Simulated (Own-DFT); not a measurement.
# Computed records: InAs (zincblende, strongly disordered by large displacements), GaP (zincblende, strongly disordered by large displacements)

Computed with Own-DFT development build. A calculation, not a measurement: plane-wave PBE density functional theory by an unreviewed code, no spin, of a simulated periodic cell, stress positive in tension, free energy of the whole cell less one offset for each atom, forces on such cells passed a denser k mesh, this cell's mesh not checked; broken bonds can close the gap or carry spin, so checks made on this kind of crystal may not hold here; offsets are fitted by least squares, one for each functional and potential file, so energies compare only between cells with the same atoms and settings and are not formation energies; the far tail of each file's local potential was reset to the Coulomb form; each entry is a single point on an unrelaxed cell, so the pressure reflects the starting lattice, mostly measured values (interpolated for alloys), from which strain is counted, and rises with the displacements; printed positions are rounded, which can move forces by about a meV/angstrom; the program, named Own-DFT, is a retired in-house code; no spin-orbit coupling.

Common to all runs: functional PBE; potential files PseudoDojo norm-conserving, scalar-relativistic, standard set; wave cutoff 42 hartree; occupations Fermi-Dirac; smearing width 0.1 eV; k mesh 3 x 3 x 3 centred on Gamma.

(1) 
```cif
# cell vector a (Å): 12.1166 0.0000 0.0000
# cell vector b (Å): 0.0000 12.1166 0.0000
# cell vector c (Å): 0.0000 0.0000 12.1166
data_InAs
_symmetry_space_group_name_H-M 'P 1'
_symmetry_Int_Tables_number 1
_cell_length_a 12.1166
_cell_length_b 12.1166
_cell_length_c 12.1166
_cell_angle_alpha 90.000
_cell_angle_beta 90.000
_cell_angle_gamma 90.000
_cell_volume 1778.86
loop_
_atom_site_label
_atom_site_type_symbol
_atom_site_fract_x
_atom_site_fract_y
_atom_site_fract_z
_atom_site_occupancy
In1 In 0.93844 0.98563 0.96868 1
In2 In 0.02595 0.26871 0.25688 1
In3 In 0.22634 0.03728 0.28035 1
In4 In 0.26362 0.25119 0.98717 1
As1 As 0.16075 0.11654 0.10496 1
As2 As 0.13113 0.36670 0.38942 1
As3 As 0.39356 0.12641 0.33142 1
As4 As 0.34692 0.35140 0.10765 1
In5 In 0.06172 0.04358 0.50639 1
In6 In 0.96676 0.21809 0.75095 1
In7 In 0.22330 0.98457 0.72677 1
In8 In 0.20177 0.21617 0.50042 1
As5 As 0.08722 0.13468 0.65302 1
As6 As 0.11169 0.38606 0.87964 1
As7 As 0.37303 0.10097 0.85783 1
As8 As 0.38933 0.35325 0.55157 1
In9 In 0.97777 0.43327 0.00701 1
In10 In 0.98909 0.76219 0.19358 1
In11 In 0.27238 0.48795 0.25795 1
In12 In 0.23649 0.69707 0.95578 1
As9 As 0.14200 0.63239 0.12460 1
As10 As 0.15285 0.87320 0.35669 1
As11 As 0.37279 0.59250 0.39367 1
As12 As 0.34994 0.84610 0.09786 1
In13 In 0.02639 0.50348 0.44563 1
In14 In 0.98064 0.67393 0.74278 1
In15 In 0.26425 0.53748 0.78652 1
In16 In 0.26121 0.73713 0.52576 1
As13 As 0.12967 0.62413 0.66114 1
As14 As 0.09241 0.85670 0.88080 1
As15 As 0.41375 0.59299 0.86152 1
As16 As 0.37525 0.85704 0.62192 1
In17 In 0.51259 0.01730 0.95405 1
In18 In 0.50480 0.24414 0.26467 1
In19 In 0.68697 0.97276 0.24557 1
In20 In 0.73620 0.26389 0.01391 1
As17 As 0.62400 0.07174 0.11407 1
As18 As 0.62215 0.33900 0.40184 1
As19 As 0.88564 0.13513 0.40454 1
As20 As 0.87189 0.33214 0.10328 1
In21 In 0.49603 0.01826 0.50317 1
In22 In 0.49326 0.25523 0.74894 1
In23 In 0.80284 0.95684 0.75911 1
In24 In 0.74039 0.27817 0.51750 1
As21 As 0.60859 0.08103 0.68039 1
As22 As 0.62220 0.35035 0.82230 1
As23 As 0.87496 0.09036 0.84444 1
As24 As 0.91735 0.41488 0.66094 1
In25 In 0.52225 0.49572 0.00385 1
In26 In 0.49972 0.71705 0.22699 1
In27 In 0.72968 0.51831 0.27769 1
In28 In 0.75435 0.72065 0.03836 1
As25 As 0.61086 0.62647 0.07831 1
As26 As 0.62977 0.88774 0.38845 1
As27 As 0.87401 0.59463 0.35167 1
As28 As 0.89851 0.88404 0.10703 1
In29 In 0.52186 0.50635 0.49102 1
In30 In 0.49724 0.72535 0.75502 1
In31 In 0.72534 0.49057 0.74225 1
In32 In 0.74764 0.76690 0.48212 1
As29 As 0.63379 0.59858 0.63732 1
As30 As 0.62778 0.87474 0.87388 1
As31 As 0.86840 0.60878 0.86202 1
As32 As 0.91637 0.88393 0.64774 1
_calc_hardware 'one NVIDIA H200'
_calc_free_energy_of_cell_above_offsets '34.765'  # eV
_calc_pressure 15.27  # GPa
_calc_stress_xx -16.52  # GPa
_calc_stress_yy -14.1  # GPa
_calc_stress_zz -15.18  # GPa
_calc_stress_yz 1.24  # GPa
_calc_stress_xz -1.67  # GPa
_calc_stress_xy -2.86  # GPa
_calc_wall_time 1271  # s
```

Force:
```tsv
element	x (eV/Å)	y (eV/Å)	z (eV/Å)
In	5.906	-0.221	0.874
In	-1.884	-2.974	-1.876
In	-0.108	0.034	-1.254
In	-3.331	-3.623	-5.751
As	-2.585	-0.106	-0.004
As	4.271	-1.153	-1.767
As	-3.389	-5.071	4.889
As	5.581	4.774	5.271
In	-3.43	-6.748	-8.321
In	-2.372	8.54	1.777
In	0.195	-1.057	1.551
In	3.564	0.845	0.112
As	7.068	0.642	3.692
As	3.047	-1.532	-2.595
As	-3.191	2.649	-1.747
As	-0.953	-1.504	1.938
In	2.876	6.452	-2.564
In	4.881	-5.653	4.996
In	-1.696	-0.637	-1.609
In	0.565	2.286	0.448
As	-0.557	-1.985	1.277
As	-1.609	-2.217	1.753
As	0.176	2.801	-0.414
As	0.508	-0.035	0.077
In	-2.404	3.67	3.866
In	-1.248	6.168	-1.494
In	-6.221	-4.498	-3.412
In	-2.386	-1.438	-2.395
As	5.429	-1.852	-5.503
As	1.125	-0.312	-1.186
As	3.372	0.425	4.163
As	2.113	2.499	1.406
In	0.307	-1.725	1.863
In	3.958	4.633	-4.826
In	5.899	-0.279	-0.732
In	-6.078	-3.685	-4.242
As	-1.823	6.247	-4.353
As	-3.828	3.792	-5.001
As	-0.181	0.229	-0.811
As	0.646	-1.051	8.71
In	-0.394	0.265	0.411
In	-6.404	-4.028	-4.279
In	-10.14	-3.539	-0.246
In	6.488	-3.591	5.519
As	0.845	0.217	-1.02
As	4.044	1.941	6.607
As	-2.775	8.932	2.554
As	-0.59	-0.923	-1.089
In	-3.89	-8.278	-2.697
In	-2.015	1.482	1.225
In	-5.498	-3.629	-3.015
In	6.461	4.653	-3.463
As	-0.667	1.421	5.428
As	-4.389	-2.844	3.865
As	4.229	5.172	1.793
As	-7.313	1.224	2.876
In	0.962	-0.613	0.603
In	2.232	3.699	-1.963
In	6.179	-2.52	3.208
In	2.906	-2.277	2.586
As	-3.387	6.398	-5.142
As	1.326	-2.341	-0.699
As	-5.331	-3.054	6.66
As	4.91	-5.098	-6.528
```

(2) 
```cif
# cell vector a (Å): 10.9010 0.0000 0.0000
# cell vector b (Å): 0.0000 10.9010 0.0000
# cell vector c (Å): 0.0000 0.0000 10.9010
data_GaP
_symmetry_space_group_name_H-M 'P 1'
_symmetry_Int_Tables_number 1
_cell_length_a 10.9010
_cell_length_b 10.9010
_cell_length_c 10.9010
_cell_angle_alpha 90.000
_cell_angle_beta 90.000
_cell_angle_gamma 90.000
_cell_volume 1295.39
loop_
_atom_site_label
_atom_site_type_symbol
_atom_site_fract_x
_atom_site_fract_y
_atom_site_fract_z
_atom_site_occupancy
Ga1 Ga 0.04049 0.02067 0.98714 1
Ga2 Ga 0.99220 0.27467 0.24891 1
Ga3 Ga 0.23521 0.04962 0.20492 1
Ga4 Ga 0.25236 0.28020 0.00436 1
P1 P 0.14333 0.15020 0.07158 1
P2 P 0.10502 0.34868 0.41230 1
P3 P 0.42923 0.13330 0.43503 1
P4 P 0.36574 0.37630 0.11826 1
Ga5 Ga 0.96462 0.97390 0.52179 1
Ga6 Ga 0.00856 0.24798 0.81087 1
Ga7 Ga 0.24571 0.99620 0.66831 1
Ga8 Ga 0.25719 0.18411 0.52103 1
P5 P 0.07762 0.10150 0.63382 1
P6 P 0.11694 0.35976 0.90928 1
P7 P 0.39838 0.12695 0.90549 1
P8 P 0.37078 0.41270 0.58999 1
Ga9 Ga 0.01078 0.50841 0.93346 1
Ga10 Ga 0.98546 0.73233 0.20829 1
Ga11 Ga 0.29678 0.49162 0.24645 1
Ga12 Ga 0.27217 0.74241 0.05005 1
P9 P 0.11256 0.62927 0.11882 1
P10 P 0.10824 0.87800 0.39441 1
P11 P 0.36765 0.61770 0.37245 1
P12 P 0.31152 0.91330 0.10452 1
Ga13 Ga 0.01636 0.49957 0.47442 1
Ga14 Ga 0.00757 0.72947 0.71589 1
Ga15 Ga 0.25730 0.48860 0.74275 1
Ga16 Ga 0.21774 0.78019 0.50811 1
P13 P 0.16334 0.56231 0.58536 1
P14 P 0.16547 0.94008 0.87684 1
P15 P 0.33492 0.61687 0.87977 1
P16 P 0.32167 0.82907 0.67264 1
Ga17 Ga 0.50344 0.96887 0.00896 1
Ga18 Ga 0.51757 0.27768 0.27022 1
Ga19 Ga 0.72767 0.02886 0.23091 1
Ga20 Ga 0.78238 0.27829 0.01514 1
P17 P 0.59163 0.13148 0.15710 1
P18 P 0.62259 0.36780 0.39406 1
P19 P 0.84641 0.12014 0.37733 1
P20 P 0.87245 0.38305 0.14720 1
Ga21 Ga 0.50548 0.99599 0.53413 1
Ga22 Ga 0.49842 0.23202 0.78959 1
Ga23 Ga 0.75546 0.98095 0.77786 1
Ga24 Ga 0.74842 0.23945 0.48740 1
P21 P 0.66329 0.11166 0.66535 1
P22 P 0.62030 0.39074 0.88697 1
P23 P 0.85982 0.14273 0.83070 1
P24 P 0.83968 0.34577 0.61938 1
Ga25 Ga 0.43912 0.49989 0.97949 1
Ga26 Ga 0.50137 0.74990 0.27713 1
Ga27 Ga 0.76029 0.49988 0.23135 1
Ga28 Ga 0.74348 0.78003 0.03423 1
P25 P 0.68569 0.64657 0.14969 1
P26 P 0.69479 0.92996 0.40040 1
P27 P 0.87183 0.61076 0.38009 1
P28 P 0.82550 0.87157 0.16877 1
Ga29 Ga 0.52325 0.55807 0.46675 1
Ga30 Ga 0.48827 0.77611 0.73529 1
Ga31 Ga 0.75813 0.47561 0.75690 1
Ga32 Ga 0.78802 0.71553 0.51835 1
P29 P 0.54614 0.63450 0.63443 1
P30 P 0.62006 0.77441 0.89647 1
P31 P 0.92097 0.64772 0.85539 1
P32 P 0.89409 0.85859 0.64562 1
_calc_hardware 'one NVIDIA H100'
_calc_free_energy_of_cell_above_offsets '30.508'  # eV
_calc_pressure 17.56  # GPa
_calc_stress_xx -15.65  # GPa
_calc_stress_yy -20.12  # GPa
_calc_stress_zz -16.91  # GPa
_calc_stress_yz -0.98  # GPa
_calc_stress_xz -3.95  # GPa
_calc_stress_xy 3.12  # GPa
_calc_wall_time 607.1  # s
```

Force:
```tsv
element	x (eV/Å)	y (eV/Å)	z (eV/Å)
Ga	-6.14	-1.229	-0.118
Ga	2.504	-2.587	1.808
Ga	-0.002	0.87	6.155
Ga	4.981	-1.413	-1.735
P	-4.161	1.425	4.544
P	3.279	-4.06	-2.902
P	-1.798	2.625	-3.677
P	4.252	-1.698	1.678
Ga	1.283	3.123	-5.192
Ga	1.027	-0.89	-4.417
Ga	-1.183	3.562	1.807
Ga	-1.906	2.407	0.233
P	0.924	2.672	0.572
P	1.775	2.234	-2.694
P	-2.837	-1.62	1.128
P	0.187	-2.132	0.324
Ga	0.175	0.827	3.844
Ga	-2.419	2.652	3.773
Ga	-4.26	1.194	1.592
Ga	-1.494	-3.949	-2.055
P	2.582	-3.501	-1.769
P	-2.353	2.289	-4.201
P	-2.036	2.845	0.091
P	4.1	-0.068	-1.056
Ga	-3.818	1.398	1.022
Ga	6.067	-1.15	-2.101
Ga	-0.381	-1.385	1.492
Ga	1.885	-3.995	1.151
P	0.184	3.575	0.568
P	2.485	-3.087	-2.03
P	-1.159	4.01	-1.138
P	-1.093	-1.614	-1.006
Ga	0.21	-0.009	0.269
Ga	-3.431	-1.457	-2.153
Ga	1.68	0.368	0.645
Ga	-3.126	-2.399	-3.057
P	-1.539	0.855	-4.346
P	1.605	4.695	1.499
P	3.536	-2.221	-1.329
P	3.307	-0.01	-3.044
Ga	3.136	-3.337	2.221
Ga	3.31	2.463	-3.306
Ga	-0.144	-3.894	0.851
Ga	-2.442	-0.212	1.469
P	-3.018	1.597	-1.584
P	-0.566	-0.145	1.249
P	-3.111	-1.081	3.419
P	3.414	2.517	1.888
Ga	4.623	-1.655	0.695
Ga	1.203	1.383	-0.908
Ga	-1.956	-0.743	5.253
Ga	2.311	0.345	-3.711
P	-5.321	-0.139	1.043
P	-1.771	-2.501	2.681
P	1.727	-0.976	-2.445
P	4.643	1.469	1.837
Ga	1.573	-3.568	-1.674
Ga	1.978	2.277	3.427
Ga	-0.282	1.477	-0.363
Ga	-2.647	2.422	1.895
P	4.928	-2.938	0.813
P	-2.985	1.962	-2.943
P	-6.008	0.478	1.965
P	-5.487	-0.351	2.051
```

(3) 
```cif
# cell vector a (Å): 12.1166 0.0000 0.0000
# cell vector b (Å): 0.0000 12.1166 0.0000
# cell vector c (Å): 0.0000 0.0000 12.1166
data_InAs
_symmetry_space_group_name_H-M 'P 1'
_symmetry_Int_Tables_number 1
_cell_length_a 12.1166
_cell_length_b 12.1166
_cell_length_c 12.1166
_cell_angle_alpha 90.000
_cell_angle_beta 90.000
_cell_angle_gamma 90.000
_cell_volume 1778.86
loop_
_atom_site_label
_atom_site_type_symbol
_atom_site_fract_x
_atom_site_fract_y
_atom_site_fract_z
_atom_site_occupancy
In1 In 0.00501 0.02387 0.02300 1
In2 In 0.98676 0.24488 0.20578 1
In3 In 0.26282 0.98329 0.28515 1
In4 In 0.27872 0.22765 0.01713 1
As1 As 0.12425 0.14823 0.11018 1
As2 As 0.08237 0.35852 0.37101 1
As3 As 0.39308 0.13092 0.40090 1
As4 As 0.40682 0.41232 0.09478 1
In5 In 0.03792 0.00113 0.54384 1
In6 In 0.04524 0.23303 0.74345 1
In7 In 0.24716 0.97999 0.75615 1
In8 In 0.20062 0.26720 0.48289 1
As5 As 0.15680 0.17409 0.62545 1
As6 As 0.12905 0.38552 0.89627 1
As7 As 0.34006 0.12456 0.87320 1
As8 As 0.36255 0.36926 0.61345 1
In9 In 0.05989 0.48693 0.03663 1
In10 In 0.99429 0.77491 0.24089 1
In11 In 0.26036 0.54779 0.30268 1
In12 In 0.22931 0.72522 0.00844 1
As9 As 0.11138 0.68107 0.12730 1
As10 As 0.12476 0.91545 0.36379 1
As11 As 0.37213 0.63909 0.39766 1
As12 As 0.39995 0.91701 0.14413 1
In13 In 0.99846 0.46408 0.47900 1
In14 In 0.97338 0.76636 0.76247 1
In15 In 0.27376 0.51387 0.75506 1
In16 In 0.22710 0.75900 0.50183 1
As13 As 0.15281 0.56853 0.58016 1
As14 As 0.12243 0.88716 0.82919 1
As15 As 0.34229 0.57108 0.90297 1
As16 As 0.36963 0.84304 0.65214 1
In17 In 0.52570 0.97946 0.01286 1
In18 In 0.44732 0.31421 0.29084 1
In19 In 0.80104 0.99447 0.24692 1
In20 In 0.70358 0.26663 0.04443 1
As17 As 0.62456 0.14941 0.14374 1
As18 As 0.66354 0.35016 0.33504 1
As19 As 0.87425 0.11029 0.40681 1
As20 As 0.85054 0.33725 0.09541 1
In21 In 0.46695 0.98904 0.51292 1
In22 In 0.48969 0.26984 0.75729 1
In23 In 0.73172 0.03267 0.79739 1
In24 In 0.74537 0.23395 0.55029 1
As21 As 0.58863 0.15724 0.63604 1
As22 As 0.61099 0.35433 0.85260 1
As23 As 0.86621 0.15368 0.87120 1
As24 As 0.90221 0.34285 0.61383 1
In25 In 0.50305 0.53296 0.00076 1
In26 In 0.48634 0.70516 0.25899 1
In27 In 0.73324 0.46279 0.22689 1
In28 In 0.77247 0.71090 0.00398 1
As25 As 0.65636 0.60373 0.12491 1
As26 As 0.64684 0.89609 0.37210 1
As27 As 0.89882 0.64951 0.33794 1
As28 As 0.88647 0.92408 0.11428 1
In29 In 0.47702 0.53508 0.50464 1
In30 In 0.51018 0.75878 0.75151 1
In31 In 0.76870 0.50351 0.76446 1
In32 In 0.70788 0.73374 0.52038 1
As29 As 0.64495 0.59245 0.59734 1
As30 As 0.62556 0.92744 0.88402 1
As31 As 0.91987 0.64549 0.88815 1
As32 As 0.90663 0.90553 0.63923 1
_calc_hardware 'one NVIDIA H200'
_calc_free_energy_of_cell_above_offsets '37.469'  # eV
_calc_pressure 16.13  # GPa
_calc_stress_xx -17.77  # GPa
_calc_stress_yy -13.13  # GPa
_calc_stress_zz -17.49  # GPa
_calc_stress_yz 2.4  # GPa
_calc_stress_xz 6.22  # GPa
_calc_stress_xy -5.01  # GPa
_calc_wall_time 1220  # s
```

Force:
```tsv
element	x (eV/Å)	y (eV/Å)	z (eV/Å)
In	2.273	1.816	-6.1
In	-0.983	0.192	3.513
In	7.104	4.952	-3.979
In	0.093	4.045	1.45
As	2.637	-1.153	1.869
As	2.791	-3.026	-9.766
As	-2.5	2.078	-1.791
As	-4.809	-5.055	4.521
In	1.72	2.584	-2.242
In	-6.96	3.429	7.245
In	6.18	5.393	-3.855
In	5.794	1.519	-4.047
As	4.275	-8.839	0.607
As	2.162	-2.678	-3.698
As	3.302	-1.362	-2.627
As	0.054	0.951	-0.454
In	-2.477	2.016	2.823
In	-0.31	4.979	0.404
In	-7.344	-6.321	-6.27
In	6.534	3.698	-6.546
As	-2.698	-5.101	4.002
As	-6.914	-4.45	4.299
As	1.682	6.9	3.619
As	-1.672	-3.171	1.271
In	-5.119	7.189	4.566
In	1.496	1.769	-3.349
In	-4.046	-3.457	-7.835
In	-1.043	0.666	0.52
As	0.174	1.043	0.62
As	-5.972	-4.637	6.331
As	1.306	4.711	5.789
As	-2.023	1.611	-2.86
In	-4.097	4.947	5.538
In	0.832	-0.085	-0.311
In	-5.332	4.2	6.812
In	-4.598	1.061	-9.412
As	-4.709	-7.015	5.547
As	-4.433	-6.493	7.411
As	0.76	0.7	0.199
As	8.812	6.328	1.611
In	2.282	-1.571	1.367
In	-7.171	-2.558	-1.939
In	4.312	4.496	-6.156
In	0.85	0.078	-2.482
As	0.093	-4.305	-0.99
As	5.915	5.122	5.402
As	2.527	1.376	1.252
As	-0.448	1.518	2.098
In	6.13	2.456	-2.846
In	3.255	3.234	-3.087
In	5.881	4.667	-3.32
In	-0.219	2.796	-0.109
As	-2.652	2.821	-0.227
As	-1.315	-1.334	0.901
As	-3.537	-4.141	3.484
As	-0.073	-8.411	-4.044
In	1.976	-5.018	3.031
In	2.893	-1.901	2.32
In	0.498	-1.093	-0.159
In	4.3	8.534	-5.533
As	-2.031	-6.396	5.266
As	0.072	-9.991	-2.823
As	-0.81	-5.104	2.449
As	-4.67	-1.214	0.723
```
